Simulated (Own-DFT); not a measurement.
# How strain changes the stress of wurtzite AlN, 128 atoms (Al64N64)

Everything here is calculated. The program is Own-DFT (plane waves, in-house, since retired, never reviewed by a person); positions were held fixed, and spin and spin-orbit coupling were off.

Common settings: PBE; PseudoDojo norm-conserving scalar-relativistic files; cutoff 42 hartree; 2 x 2 x 2 k mesh centred on Gamma; Fermi-Dirac smearing of 0.1 eV.

Caveats: forces on such cells passed a denser k mesh, each cell not checked; stress not checked against mesh or cutoff.

Unstrained cell vectors in Å: (12.448, 0.000, 0.000); (-6.224, 10.780, 0.000); (0.000, 0.000, 9.964). The unstrained cell has measured lattice constants (interpolated for alloys), not those of this functional. That, the random moves and any unrelaxed bonds set the pressure at no strain. The cell is deformed uniformly in each run, and the atoms keep their fractional places. Random moves of width 0.05 Å per axis were added to every atom. Strains are tensor components in per cent; tension counts as positive stress, and P is minus the mean normal stress.

```
run,e_xx (%),e_yy (%),e_zz (%),e_yz (%),e_xz (%),e_xy (%),s_xx (GPa),s_yy (GPa),s_zz (GPa),s_yz (GPa),s_xz (GPa),s_xy (GPa),P (GPa),E (meV/atom)
1,1.89,0.15,-1.53,0.68,-1.40,1.10,0.85,-4.90,-10.40,2.01,-3.76,2.86,4.82,27.1
2,-1.46,1.21,-0.15,1.42,0.01,1.12,-13.17,-2.46,-5.81,4.52,-0.34,3.97,7.15,24.1
3,0.97,-1.18,-0.02,0.88,-0.17,1.78,-3.97,-10.07,-5.43,2.29,0.69,6.42,6.49,15.4
4,-0.90,1.07,-0.07,1.34,-1.17,-1.09,-9.32,-1.73,-5.22,3.37,-2.98,-4.47,5.42,9.8
5,0.35,-1.70,-0.12,-1.73,-1.87,-1.66,-7.96,-13.09,-7.93,-4.55,-4.86,-5.49,9.66,44.0
6,1.87,0.70,-0.90,-1.24,0.16,1.40,0.71,-2.21,-5.34,-2.87,0.88,6.08,2.28,12.9
7,-0.67,-1.01,-0.04,-0.01,-0.84,-0.44,-9.65,-11.02,-8.25,0.66,-2.12,-2.57,9.64,15.4
8,0.66,1.51,-1.38,0.71,-0.83,-1.72,-2.47,1.09,-9.86,1.92,-2.67,-5.43,3.74,2.8
9,-1.66,-0.47,1.82,-0.05,0.45,-1.05,-14.94,-6.46,0.90,-0.36,0.89,-4.12,6.83,15.5
10,-1.53,-0.63,1.85,0.81,0.20,-1.85,-12.04,-10.32,0.55,1.85,-0.03,-6.73,7.27,31.0
11,1.12,-1.96,1.35,1.30,0.14,0.04,-1.03,-14.65,0.18,2.88,0.54,-0.86,5.17,9.5
12,-1.79,1.29,-1.34,-1.41,1.77,0.81,-13.61,-2.78,-13.04,-3.51,4.02,3.82,9.81,26.7
13,1.47,-0.66,0.85,-1.10,1.60,-1.88,1.27,-8.50,-0.85,-3.05,4.28,-6.18,2.69,13.2
14,0.56,0.70,-0.54,1.39,-1.87,-0.35,-2.77,-1.71,-7.38,3.06,-4.75,-0.68,3.96,4.5
15,-1.36,1.50,1.79,1.73,-0.04,0.47,-9.46,1.75,1.70,4.55,-0.52,1.79,2.00,4.7
16,1.78,1.42,0.55,1.06,-1.14,0.14,3.20,2.37,-0.36,3.02,-2.95,1.40,-1.74,0.0
17,-1.48,0.58,1.69,-0.91,1.72,-1.91,?,?,?,?,?,?,?,?
```

E is the free energy per atom, counted from the lowest run shown.

## Working it out

Least squares on the runs shown: each stress against a constant and the strains, taken as fractions with shears doubled. Shear strains stay in the fit of a normal stress only where such slopes are resolved. The slopes, in GPa:

```
stress  at no strain  per e_xx  per e_yy  per e_zz  scatter
  s_xx          -6.5  458 ± 23  101 ± 26   81 ± 29     1.10
  s_yy          -6.0   71 ± 20  470 ± 23   60 ± 26     0.97
  s_zz          -5.6  115 ± 16   97 ± 18  454 ± 20     0.76
```

The slope of each shear stress on twice its own strain, from a fit on all six strains: yz 125 ± 6, xz 128 ± 6, xy 178 ± 7 GPa. These are stiffnesses along x, y and z of the frame in which the cell vectors are given, with the crystal's c axis along z: C11, C12, C13 and C33. Hexagonal symmetry asks that xx and yy behave alike, which is a second check on the noise. These are clamped-ion slopes: internal relaxation, where symmetry allows it, would soften some. The table should be nearly symmetric about its diagonal, and what it lacks of that shows the noise. A ninth of the table's sum, 212 ± 6 GPa, estimates the bulk modulus near the mean pressure of these runs, 5.3 GPa, so it lies above the value at zero pressure.

## Prediction

Question: what normal stresses and pressure should run 17 give?

The fitted form gives s_xx = -11.3, s_yy = -3.3, s_zz = 0.9 and P = 4.6 GPa. Computed: -11.82, -4.89, 1.48 and P = 5.08 GPa.
